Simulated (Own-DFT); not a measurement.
# Computed records: GaP (zincblende, strained, atoms displaced), GaN (wurtzite, strained, atoms displaced)

A calculation, not a measurement: plane-wave PBE density functional theory by an unreviewed code, no spin, of a simulated periodic cell, stress positive in tension, free energy of the whole cell less one offset for each atom, forces on such cells passed a denser k mesh, this cell's mesh not checked; offsets are fitted by least squares, one for each functional and potential file, so energies compare only between cells with the same atoms and settings and are not formation energies; the far tail of each file's local potential was reset to the Coulomb form; each entry is a single point on an unrelaxed cell, so the pressure reflects the starting lattice, mostly measured values (interpolated for alloys), from which strain is counted, and rises with the displacements; printed positions are rounded, which can move forces by about a meV/angstrom; the program, named Own-DFT, is a retired in-house code; no spin-orbit coupling. Program: Own-DFT development build.

Common to all runs: functional PBE.

(1) GaP (zincblende, strained, atoms displaced)

```xyz
64
Lattice="10.8620 0.0000 0.0000 0.0000 10.8620 0.0000 0.0000 0.0000 10.9439" Properties=species:S:1:pos:R:3 GaP
Ga    10.8521    10.8191    10.8800
Ga    10.8050     2.7297     2.7285
Ga     2.6693    10.8600     2.8105
Ga     2.6939     2.7185    10.9362
P      1.3470     1.3657     1.3374
P      1.3579     4.0130     4.1123
P      4.0928     1.3784     4.0915
P      4.0715     4.0409     1.3592
Ga     0.0076    10.8392     5.5035
Ga    10.8515     2.7083     8.1419
Ga     2.7193     0.0490     8.2246
Ga     2.7287     2.7317     5.4924
P      1.3824     1.3821     6.8977
P      1.3918     4.1080     9.5849
P      4.0775     1.3884     9.5682
P      4.1385     4.0947     6.8266
Ga     0.0345     5.4431     0.0076
Ga     0.0218     8.1434     2.7318
Ga     2.7673     5.3523     2.7116
Ga     2.7320     8.1153    10.9212
P      1.3834     6.8578     1.3395
P      1.3388     9.4847     4.1306
P      4.0672     6.8194     4.0855
P      4.1058     9.4893     1.4100
Ga    10.8584     5.4137     5.4516
Ga     0.0237     8.1500     8.1833
Ga     2.7065     5.4533     8.2335
Ga     2.7459     8.1441     5.4220
P      1.3718     6.8041     6.8428
P      1.3894     9.4957     9.5432
P      4.0927     6.7999     9.5772
P      4.0724     9.4975     6.8306
Ga     5.4237     0.0108    10.8796
Ga     5.3784     2.7137     2.7376
Ga     8.1286     0.0352     2.7286
Ga     8.1513     2.7627     0.0157
P      6.8081     1.3131     1.3959
P      6.7601     4.0577     4.0508
P      9.4802     1.3644     4.0846
P      9.5347     4.0710     1.3737
Ga     5.4198     0.0996     5.4533
Ga     5.4943     2.6883     8.1937
Ga     8.1176     0.0248     8.1894
Ga     8.1933     2.6894     5.4655
P      6.8337     1.4000     6.7976
P      6.8129     4.0542     9.5719
P      9.5452     1.3770     9.5368
P      9.5168     4.0597     6.8655
Ga     5.4260     5.4094     0.0489
Ga     5.4338     8.1369     2.7466
Ga     8.1756     5.3884     2.7404
Ga     8.1509     8.1945     0.0483
P      6.7653     6.7486     1.4054
P      6.8084     9.5431     4.1164
P      9.5723     6.8035     4.1047
P      9.5543     9.4814     1.3803
Ga     5.4259     5.4323     5.4499
Ga     5.3981     8.1308     8.1845
Ga     8.1406     5.4462     8.2648
Ga     8.1312     8.1517     5.4787
P      6.7788     6.8130     6.8799
P      6.7773     9.5016     9.5851
P      9.4608     6.8425     9.5634
P      9.4834     9.5069     6.8806
```

It was run with potential files PseudoDojo norm-conserving, scalar-relativistic, standard set, wave cutoff 42 hartree, occupations Fermi-Dirac, smearing width 0.1 eV and k mesh 3 x 3 x 3 centred on Gamma.

Results for GaP (zincblende, strained, atoms displaced): free energy of cell above offsets -35.204 eV; pressure 3.1 GPa; stress xx -3.3 GPa; stress yy -3.26 GPa; stress zz -2.74 GPa; stress yz 0.39 GPa; stress xz 0.1 GPa; stress xy 0.18 GPa.

Force:
```tsv
element	x (eV/Å)	y (eV/Å)	z (eV/Å)
Ga	0.239	0.239	0.25
Ga	0.631	-0.448	0.02
Ga	0.32	0.035	-0.751
Ga	0.067	-0.038	-0.01
P	-0.217	-0.336	0.339
P	-0.008	0.471	-0.244
P	-0.781	0.021	0.19
P	0.047	-0.151	-0.291
Ga	-0.195	0.345	0.075
Ga	0.399	0.354	0.857
Ga	0.254	-0.564	-0.087
Ga	0.229	-0.134	0.148
P	-0.031	-0.242	-0.929
P	-0.549	-0.442	-0.298
P	0.109	0.103	-0.042
P	-0.577	-0.164	0.456
Ga	-0.318	0.425	-0.173
Ga	0.15	0.006	-0.008
Ga	-0.712	0.788	0.29
Ga	0.334	0.74	0.122
P	0.032	-1.048	0.512
P	-0.025	0.152	0.014
P	0.094	-0.719	-0.076
P	-0.532	0.437	-0.478
Ga	0.352	-0.009	0.363
Ga	-0.202	0.01	0.183
Ga	0.435	-0.043	-0.382
Ga	-0.275	0.045	0.575
P	0.038	-0.255	-0.4
P	0.019	-0.039	0.155
P	0.073	-0.427	0.134
P	-0.008	0.622	-0.165
Ga	-0.026	-0.157	0.759
Ga	0.674	-0.224	-0.375
Ga	0.493	-0.722	0.091
Ga	0.178	-0.748	0.015
P	-0.569	0.832	-0.753
P	0.414	-0.015	0.654
P	0.576	-0.368	0.243
P	-0.139	0.393	-0.327
Ga	0.246	-0.873	0.315
Ga	-0.326	0.303	-0.034
Ga	0.144	-0.081	0.356
Ga	-0.264	0.762	-0.27
P	-0.308	-0.414	0.266
P	-0.412	0.252	0.317
P	-0.608	-0.04	0.339
P	-0.419	0.569	-0.41
Ga	0.123	0.076	-0.564
Ga	0.346	0.248	0.121
Ga	-0.015	0.439	0.12
Ga	-0.337	-0.44	-0.053
P	0.556	0.342	-0.152
P	-0.298	-0.216	-0.03
P	-0.846	-0.193	-0.008
P	-0.427	0.596	0.114
Ga	0.352	0.37	-0.069
Ga	0.228	0.391	0.296
Ga	0.07	-0.011	-0.476
Ga	0.228	-0.002	0.003
P	0.17	-0.54	-0.55
P	0.054	-0.006	-0.357
P	0.632	-0.262	0.439
P	0.115	0.008	-0.365
```

(2) GaN (wurtzite, strained, atoms displaced)

```xyz
96
Lattice="12.7560 0.0000 0.0000 -4.7835 8.2853 0.0000 0.0000 0.0000 10.3182" Properties=species:S:1:pos:R:3 GaN
Ga    -0.0366     1.8738    10.3119
Ga     1.6464     0.9673     2.6331
N     -0.0245     1.9104     1.9551
N      1.6530     0.9793     4.5060
Ga    -0.0115     1.8569     5.1586
Ga     1.6401     0.9725     7.7730
N      0.0056     1.9041     7.0757
N      1.6003     1.0033     9.7142
Ga    -1.5793     4.5787     0.0119
Ga     0.0833     3.6503     2.5898
N     -1.6387     4.5709     1.9248
N     -0.0135     3.6575     4.4400
Ga    -1.5133     4.6424     5.1626
Ga    -0.0469     3.6692     7.7952
N     -1.5511     4.6058     7.0078
N      0.0600     3.6983     9.6152
Ga    -3.1053     7.3738     0.0189
Ga    -1.7141     6.4845     2.5256
N     -3.2042     7.2978     1.8874
N     -1.6671     6.4511     4.5131
Ga    -3.1874     7.4324     5.1075
Ga    -1.5300     6.3512     7.7688
N     -3.1427     7.3724     7.0614
N     -1.5698     6.4463     9.6314
Ga     3.1701     1.9062     0.0115
Ga     4.7176     0.8551     2.5739
N      3.1704     1.8949     1.9893
N      4.8736     0.8625     4.5688
Ga     3.1663     1.8383     5.1125
Ga     4.7548     0.9577     7.7694
N      3.1801     1.8267     7.0817
N      4.7019     0.9244     9.6798
Ga     1.5097     4.5158     0.0815
Ga     3.2671     3.7186     2.5854
N      1.4997     4.5857     1.8871
N      3.2757     3.7300     4.5190
Ga     1.5704     4.6022     5.0925
Ga     3.1318     3.7116     7.6707
N      1.6528     4.6542     7.0155
N      3.2158     3.6822     9.6079
Ga    -0.0487     7.4355     0.0589
Ga     1.5982     6.4617     2.5732
N     -0.0527     7.3753     1.9405
N      1.5485     6.3992     4.4358
Ga    -0.0529     7.4320     5.1348
Ga     1.5748     6.4397     7.8172
N     -0.0485     7.4118     7.1072
N      1.6333     6.4388     9.6967
Ga     6.4159     1.8220    10.2910
Ga     7.8619     0.9871     2.5500
N      6.3186     1.8709     1.9655
N      8.0223     0.9498     4.5647
Ga     6.3515     1.9361     5.1338
Ga     7.8629     0.9187     7.7438
N      6.3021     1.8219     7.1095
N      7.9605     0.9766     9.7283
Ga     4.7652     4.5737     0.0333
Ga     6.4225     3.7077     2.5202
N      4.8378     4.6061     2.0287
N      6.3556     3.7064     4.5738
Ga     4.8380     4.5134     5.2574
Ga     6.2918     3.6566     7.7182
N      4.8028     4.5946     7.1155
N      6.3531     3.6605     9.6657
Ga     3.2885     7.3784    10.3070
Ga     4.8785     6.4629     2.5768
N      3.1847     7.4292     1.9919
N      4.7982     6.4809     4.5167
Ga     3.1743     7.4105     5.1677
Ga     4.7606     6.4719     7.7089
N      3.1200     7.3862     7.1624
N      4.8032     6.4186     9.6849
Ga     9.5155     2.0414     0.0024
Ga    11.1654     0.8616     2.5842
N      9.5888     1.8111     1.9977
N     11.0726     0.9140     4.5311
Ga     9.4657     1.8329     5.1710
Ga    11.1312     0.9348     7.6655
N      9.5440     1.8562     7.0628
N     11.1544     0.9150     9.7474
Ga     7.9432     4.6124     0.0205
Ga     9.5347     3.6812     2.6430
N      7.9253     4.5504     1.8292
N      9.5791     3.6371     4.6086
Ga     7.9436     4.6527     5.1097
Ga     9.6388     3.6934     7.7696
N      7.9328     4.6497     7.0301
N      9.4753     3.6812     9.6519
Ga     6.4743     7.3164    10.3027
Ga     7.9900     6.3131     2.5746
N      6.3509     7.3081     2.0660
N      8.0151     6.4642     4.5294
Ga     6.3812     7.4009     5.2259
Ga     7.9702     6.5120     7.7640
N      6.3602     7.2938     7.0890
N      7.9518     6.4724     9.6934
```

Here we set potential files PseudoDojo norm-conserving, scalar-relativistic, standard set with the stringent files for Ga, wave cutoff 96 hartree, occupations Gaussian, smearing width 0.01 eV and k mesh 3 x 4 x 3 centred on Gamma.

Results for GaN (wurtzite, strained, atoms displaced): free energy of cell above offsets -4.737 eV; pressure 7.9 GPa; stress xx -6.41 GPa; stress yy -6.98 GPa; stress zz -10.3 GPa; stress yz 0.38 GPa; stress xz 0.19 GPa; stress xy -0.58 GPa.

Force:
```tsv
element	x (eV/Å)	y (eV/Å)	z (eV/Å)
Ga	0.135	-0.709	0.347
Ga	-1.533	-0.388	-1.636
N	0.54	-1.992	-0.25
N	-1.495	-0.593	0.178
Ga	-0.725	-0.233	-0.523
Ga	-0.685	-0.979	-0.468
N	-0.008	-1.011	0.468
N	-0.271	-1.009	0.046
Ga	-0.328	0.436	-0.016
Ga	-2.217	0.583	-0.347
N	0.391	0.443	0.33
N	0.428	0.248	1.503
Ga	-1.219	-0.478	-1.572
Ga	1.308	0.679	-2.459
N	-0.089	-0.505	2.172
N	-1.978	-0.478	1.339
Ga	-1.119	0.494	-1.424
Ga	2.268	-1.825	1.157
N	-1.385	1.717	0.738
N	0.954	0.294	-0.7
Ga	-0.082	-0.724	1.118
Ga	-0.671	1.781	-1.522
N	-0.436	0.329	0.9
N	-0.137	-0.66	1.385
Ga	0.266	-0.086	0.008
Ga	0.792	1.355	0.599
N	0.476	-0.374	-0.552
N	-1.347	2.134	-1.456
Ga	1.767	0.843	0.872
Ga	-0.542	-0.817	-0.449
N	0.123	0.928	-0.382
N	0.914	0.474	0.667
Ga	2.32	1.824	-2.313
Ga	-0.914	0.28	0.353
N	2.239	0.748	1.821
N	-1.271	-0.949	0.002
Ga	0.622	0.055	0.238
Ga	0.812	-0.421	0.296
N	-1.652	-0.256	0.672
N	-0.856	0.378	1.104
Ga	1.22	-1.011	-1.367
Ga	0.01	-0.04	-1.009
N	-0.112	-0.621	0.382
N	0.099	0.985	1.461
Ga	0.456	-2.409	0.877
Ga	-0.546	0.134	-1.089
N	0.696	-0.721	0.002
N	-0.678	0.015	1.304
Ga	-1.703	0.394	0.519
Ga	1.837	-0.756	0.81
N	-0.594	-0.11	-0.499
N	-2.908	-0.459	-1.076
Ga	0.92	-1.787	0.578
Ga	1.197	0.558	0.22
N	0.451	0.587	-0.353
N	0.909	-0.683	-0.755
Ga	0.138	0.302	-0.396
Ga	-1.202	-0.964	1.387
N	-0.539	0.419	-1.507
N	1.116	0.117	-1.83
Ga	-0.981	2.515	-1.333
Ga	1.944	0.435	0.402
N	-1.179	0.519	0.572
N	0.201	0.245	0.41
Ga	-1.132	0.141	0.673
Ga	-3.108	-0.518	1.342
N	0.213	-0.866	-0.737
N	-0.19	-0.766	1.061
Ga	-0.06	-1.02	-0.347
Ga	-0.372	-0.549	0.468
N	0.701	-0.17	-0.73
N	0.697	0.057	0.001
Ga	0.734	-4.493	1.465
Ga	-0.066	0.752	0.213
N	-0.976	0.86	-0.784
N	1.529	0.358	0.411
Ga	2.048	0.659	0.033
Ga	0.112	-0.345	1.004
N	-0.329	-0.171	1.486
N	-0.53	0.513	-1.024
Ga	-0.594	0.298	-2.635
Ga	0.839	-0.845	0.036
N	1.233	0.2	2.403
N	-0.201	1.53	-1.112
Ga	1.013	-0.484	1.139
Ga	-1.781	0.216	-2.095
N	0.433	-0.508	1.612
N	1.446	2.714	-0.32
Ga	-2.45	1.406	1.181
Ga	-0.499	1.719	0.346
N	2.979	0.813	-2.408
N	-0.592	0.306	-0.758
Ga	-0.3	-0.592	-1.799
Ga	0.774	-1.077	-0.946
N	0.12	1.533	0.98
N	2.156	-0.872	-0.123
```

(3) GaN (wurtzite, strained, atoms displaced)

```xyz
96
Lattice="12.7560 0.0000 0.0000 -4.7835 8.2853 0.0207 0.0000 0.0259 10.3700" Properties=species:S:1:pos:R:3 GaN
Ga     0.0089     1.8357     0.0431
Ga     1.5604     0.9028     2.5241
N      0.0409     1.8368     1.9547
N      1.5234     0.9083     4.5872
Ga    -0.0936     1.8532     5.1802
Ga     1.6075     1.0390     7.7141
N      0.0012     1.8282     7.1728
N      1.5883     0.9682     9.7190
Ga    -1.5764     4.6747    10.3345
Ga    -0.0822     3.6462     2.6626
N     -1.6168     4.6398     1.9936
N     -0.0494     3.6458     4.5967
Ga    -1.5298     4.5786     5.2317
Ga    -0.0111     3.6798     7.7253
N     -1.6274     4.6978     7.0958
N      0.0744     3.6271     9.7520
Ga    -3.1650     7.3443    10.3354
Ga    -1.6150     6.4914     2.6403
N     -3.1993     7.3297     1.9464
N     -1.6696     6.4583     4.5382
Ga    -3.2744     7.4085     5.2134
Ga    -1.6028     6.4835     7.8412
N     -3.1963     7.3441     7.1656
N     -1.6295     6.4357     9.6618
Ga     3.1121     1.8990    10.3014
Ga     4.8375     0.8785     2.5487
N      3.1004     1.8486     1.9308
N      4.6853     0.8375     4.4803
Ga     3.1736     1.8590     5.1467
Ga     4.7589     0.9213     7.7425
N      3.2271     1.9855     7.0928
N      4.7530     1.0329     9.7444
Ga     1.6229     4.5893     0.0229
Ga     3.1716     3.7478     2.6389
N      1.6490     4.6078     1.9559
N      3.2194     3.6714     4.4948
Ga     1.6379     4.5873     5.1386
Ga     3.2282     3.7929     7.8374
N      1.6234     4.5656     7.1622
N      3.1567     3.7209     9.7309
Ga     0.0285     7.3560     0.0607
Ga     1.6662     6.4550     2.5803
N     -0.0512     7.4256     2.0107
N      1.6116     6.4031     4.5531
Ga    -0.0444     7.3260     5.2343
Ga     1.6186     6.3788     7.7649
N     -0.0352     7.3647     7.1546
N      1.6581     6.4307     9.7979
Ga     6.3566     1.9024    10.3095
Ga     7.9593     0.9351     2.6763
N      6.4347     1.8636     1.9888
N      8.0248     0.8537     4.5765
Ga     6.4332     1.7834     5.1404
Ga     8.0391     0.9327     7.7462
N      6.3650     1.8774     7.0932
N      8.0212     0.9940     9.7881
Ga     4.7057     4.6572    10.3273
Ga     6.3275     3.6640     2.6163
N      4.8166     4.6459     2.0059
N      6.3921     3.7685     4.6045
Ga     4.7543     4.6940     5.1847
Ga     6.3586     3.6906     7.6995
N      4.6864     4.6276     7.1186
N      6.4168     3.7513     9.6930
Ga     3.2129     7.5016    10.3841
Ga     4.7772     6.4559     2.6243
N      3.1462     7.4085     1.9833
N      4.7874     6.4542     4.5352
Ga     3.2131     7.3701     5.2239
Ga     4.7853     6.4540     7.8363
N      3.1147     7.4939     7.1514
N      4.8106     6.5110     9.6942
Ga     9.5286     1.8509    10.3263
Ga    11.1476     0.9669     2.5375
N      9.4746     1.8467     1.8793
N     11.0289     0.9558     4.5843
Ga     9.6361     1.9312     5.2781
Ga    11.1652     0.9720     7.8321
N      9.5389     1.8082     7.1146
N     11.1292     0.9266     9.7619
Ga     8.0153     4.5631     0.1032
Ga     9.4573     3.7270     2.6110
N      7.9288     4.6756     2.0207
N      9.5726     3.5967     4.5062
Ga     8.0009     4.5721     5.2626
Ga     9.5416     3.6684     7.8369
N      7.8487     4.5570     7.1774
N      9.5544     3.6114     9.6644
Ga     6.3123     7.3249     0.0571
Ga     7.9091     6.4312     2.6211
N      6.3783     7.3644     1.9559
N      8.0430     6.4207     4.5493
Ga     6.3939     7.3747     5.1025
Ga     8.0217     6.5135     7.8293
N      6.3773     7.3971     7.1687
N      7.8868     6.4548     9.8059
```

Here we set potential files PseudoDojo norm-conserving, scalar-relativistic, standard set with the stringent files for Ga, wave cutoff 96 hartree, occupations Gaussian, smearing width 0.01 eV and k mesh 3 x 4 x 3 centred on Gamma.

It finds free energy of cell above offsets -5.956 eV; pressure 6.62 GPa; stress xx -5.51 GPa; stress yy -7.08 GPa; stress zz -7.26 GPa; stress yz 0.86 GPa; stress xz 0.35 GPa; stress xy -0.55 GPa.

Force:
```tsv
element	x (eV/Å)	y (eV/Å)	z (eV/Å)
Ga	-0.45	-0.666	-0.718
Ga	0.931	-0.583	1.155
N	-1.444	0.397	0.4
N	-0.013	1.012	-0.734
Ga	0.684	-1.185	0.354
Ga	0.813	-1.147	0.605
N	-0.884	0.799	-0.901
N	-0.381	-0.95	-0.686
Ga	0.186	-1.868	0.803
Ga	0.87	0.811	-1.023
N	-0.163	-0.388	-0.749
N	1.302	0.445	-0.443
Ga	-1.946	1.344	-1.214
Ga	-0.061	0.344	0.933
N	0.074	-1.498	1.468
N	-1.099	1.588	-0.662
Ga	-1.247	0.804	0.689
Ga	-0.168	-0.378	-0.158
N	-0.466	0.272	-0.261
N	0.561	-0.531	1.011
Ga	1.404	-0.507	0.234
Ga	-0.053	0.059	-2.191
N	0.466	1.314	0.006
N	0.991	0.563	2.009
Ga	0.779	-0.273	1.47
Ga	-1.253	2.067	0.303
N	1.42	0.496	-0.062
N	1.326	0.83	0.748
Ga	-0.015	-0.432	-0.106
Ga	0.397	0.642	0.101
N	-0.418	-1.179	0.472
N	0.103	-1.476	-0.51
Ga	-0.688	-0.049	0.378
Ga	0.689	-1.402	-1.495
N	-1.627	0.237	0.417
N	-0.177	0.417	1.226
Ga	-0.323	-0.313	0.653
Ga	-0.956	-1.479	-0.527
N	-0.704	0.456	-0.894
N	0.557	0.167	0.06
Ga	-0.16	0.438	-0.554
Ga	-1.628	-0.423	0.394
N	1.021	-2.019	-1.121
N	-0.186	0.566	0.142
Ga	0.013	-0.039	-0.897
Ga	-0.478	1.302	0.536
N	0.601	-0.176	0.48
N	-0.622	0.977	-0.791
Ga	0.419	0.442	0.695
Ga	0.565	-0.06	-0.752
N	-0.925	-0.149	-0.673
N	-0.109	1.3	0.067
Ga	-1.249	0.656	0.156
Ga	-1.98	0.915	1.031
N	0.196	-0.898	0.372
N	-2.017	-0.496	-1.934
Ga	1.581	-0.197	0.957
Ga	0.491	0.455	0.574
N	-0.869	-0.258	-1.167
N	-0.497	-1.271	-0.58
Ga	0.412	-1.479	0.089
Ga	-1.603	-0.489	1.125
N	1.681	1.157	0.046
N	-0.918	-0.177	0.449
Ga	-0.19	-1.419	0.307
Ga	-0.249	0.41	-0.596
N	1.327	0.076	-0.412
N	-0.087	0.603	0.295
Ga	-0.412	-0.46	-0.016
Ga	0.113	0.682	-1.766
N	0.694	-2.616	0.133
N	-1.51	-0.524	1.297
Ga	1.493	0.262	1.112
Ga	-0.83	-0.045	0.367
N	1.05	0.473	1.069
N	2.169	-0.832	-1.477
Ga	-1.809	-1.308	-1.107
Ga	-0.076	-1.098	-0.251
N	1.329	1.321	1.355
N	0.506	0.096	0.186
Ga	-0.695	0.447	-1.319
Ga	1.288	-0.778	-0.431
N	-0.259	-1.458	-0.602
N	0.022	2	0.885
Ga	0.175	0.331	-0.587
Ga	-0.397	0.571	-1.986
N	3.083	1.714	-0.368
N	0.534	1.86	1.951
Ga	1.097	0.778	-0.521
Ga	1.13	1.028	-0.053
N	-0.626	0.606	0.908
N	-1.626	-0.149	0.11
Ga	0.129	-0.08	1.542
Ga	-1.713	-1.035	0.223
N	0.052	-0.054	-0.574
N	1.529	-0.244	-0.482
```

(4) GaP (zincblende, strained, atoms displaced)

```xyz
64
Lattice="10.8620 0.0000 0.0000 0.0000 10.8620 0.0000 0.0000 0.0000 10.9439" Properties=species:S:1:pos:R:3 GaP
Ga    10.7490    10.8602     0.1648
Ga     0.1346     2.6170     2.9232
Ga     2.6823     0.0933     2.8396
Ga     2.7502     2.6449     0.0666
P      1.3801     1.4466     1.3682
P      1.3940     4.1719     4.2350
P      3.9841     1.3036     4.0499
P      3.9752     3.9143     1.4129
Ga    10.8195    10.8199     5.4390
Ga    10.8205     2.6736     8.2814
Ga     2.6040     0.0330     8.4475
Ga     2.7113     2.6784     5.4538
P      1.3563     1.3806     6.8862
P      1.3993     4.1450     9.6469
P      4.0340     1.4162     9.6201
P      4.1164     4.1503     6.7958
Ga    10.7981     5.3698     0.1010
Ga    10.8406     8.1332     2.7846
Ga     2.7694     5.5238     2.8060
Ga     2.8025     8.2737    10.8683
P      1.3514     6.6444     1.2074
P      1.4043     9.2537     4.1363
P      3.8935     6.7863     4.0889
P      4.1132     9.5989     1.3322
Ga     0.0170     5.3965     5.4839
Ga     0.0462     8.0032     8.2050
Ga     2.6857     5.3748     8.2968
Ga     2.6980     8.1511     5.4371
P      1.3664     6.8029     6.7772
P      1.3316     9.4900     9.5592
P      4.1216     6.9040     9.6427
P      4.2729     9.5715     6.8116
Ga     5.5448     0.0500     0.1770
Ga     5.4570     2.7390     2.8266
Ga     8.1902    10.8533     2.7886
Ga     8.0255     2.5106    10.8825
P      6.6813     1.3425     1.4953
P      6.7691     4.0531     4.1003
P      9.4733     1.4505     3.9701
P      9.3906     4.2034     1.3820
Ga     5.3476    10.7458     5.4720
Ga     5.5519     2.6957     8.1584
Ga     8.2261    10.8256     8.3466
Ga     8.2201     2.7340     5.4703
P      6.7461     1.3413     6.9307
P      6.7466     3.9893     9.6135
P      9.5271     1.4445     9.5649
P      9.5482     4.0863     6.9015
Ga     5.5185     5.4488     0.1754
Ga     5.4579     8.0648     2.7445
Ga     8.2087     5.3414     2.7233
Ga     8.0936     8.1825     0.0210
P      6.8690     6.9514     1.3996
P      6.7655     9.5295     4.2184
P      9.4049     6.7145     4.1006
P      9.5910     9.5303     1.4088
Ga     5.4018     5.5106     5.2842
Ga     5.5109     8.0659     8.2108
Ga     8.1759     5.5614     8.2618
Ga     8.2453     8.1003     5.4014
P      6.7219     6.8971     6.9457
P      6.7680     9.3344     9.5591
P      9.5510     6.9176     9.5476
P      9.5644     9.5099     6.8400
```

Here we set potential files PseudoDojo norm-conserving, scalar-relativistic, standard set, wave cutoff 42 hartree, occupations Fermi-Dirac, smearing width 0.1 eV, hardware one NVIDIA H100 and k mesh 3 x 3 x 3 centred on Gamma.

Results for GaP (zincblende, strained, atoms displaced): free energy of cell above offsets -28.027 eV; pressure 4.73 GPa; stress xx -5.03 GPa; stress yy -4.69 GPa; stress zz -4.48 GPa; stress yz -0.87 GPa; stress xz 1.31 GPa; stress xy -0.92 GPa; wall time 561.5 s.

Force:
```tsv
element	x (eV/Å)	y (eV/Å)	z (eV/Å)
Ga	1.76	1.313	-1.901
Ga	0.348	2.259	-1.341
Ga	-1.037	-2.133	-1.714
Ga	-0.563	0.765	-1.258
P	-0.892	-1.316	0.662
P	0.338	-1.042	-1.333
P	1.802	1.104	1.744
P	1.5	2.158	1.103
Ga	0.688	0.4	-0.112
Ga	1.551	1.42	-0.822
Ga	1.247	0.511	-1.972
Ga	0.363	0.514	0.895
P	-0.229	-0.605	-0.259
P	-1.094	-1.582	0.426
P	1.446	-0.595	-0.172
P	0.006	-0.641	0.179
Ga	-0.349	0.218	-1.637
Ga	0.29	-1.528	-0.901
Ga	-1.868	-2.132	-2.302
Ga	-0.689	-0.36	0.838
P	1.082	2.217	1.802
P	-1.243	3.38	-1.175
P	2.738	1.368	0.388
P	-0.666	-0.672	1.438
Ga	-0.799	0.686	0.54
Ga	0.484	1.688	-0.909
Ga	1.055	1.199	-0.945
Ga	1.583	-0.036	2.443
P	0.462	-0.728	0.692
P	-1.311	-0.392	1.054
P	0.076	-1.677	-0.411
P	-3.525	-2.251	2.578
Ga	-1.196	-0.987	-2.522
Ga	-1.285	-0.234	-0.35
Ga	-0.889	-0.474	-0.349
Ga	0.041	1.548	1.113
P	2.15	0.399	0.36
P	0.718	0.509	0.313
P	-0.083	-1.194	1.841
P	1.188	-3.523	-1.074
Ga	1.383	2.882	-1.187
Ga	-2.059	1.046	0.469
Ga	-0.741	-0.404	-0.944
Ga	-0.684	-0.094	0.872
P	1.528	-1.215	-1.635
P	0.592	1.346	0.219
P	-0.265	-1.842	1.381
P	-0.542	0.263	-0.042
Ga	-0.82	-0.372	-0.71
Ga	-0.992	1.471	0.492
Ga	-1.963	1.459	0.814
Ga	1.573	0.421	-0.43
P	-0.089	-2.254	0.789
P	0.838	-0.764	-1.348
P	1.419	-0.167	-0.146
P	-1.917	-1.124	0.86
Ga	0.108	-0.035	1.663
Ga	-2.25	1.368	0.613
Ga	-0.518	-0.964	-0.136
Ga	-1.137	0.891	1.586
P	2.053	-2.29	-3.008
P	0.42	2.689	0.865
P	-0.702	-1.377	1.668
P	-0.431	-0.489	0.344
```
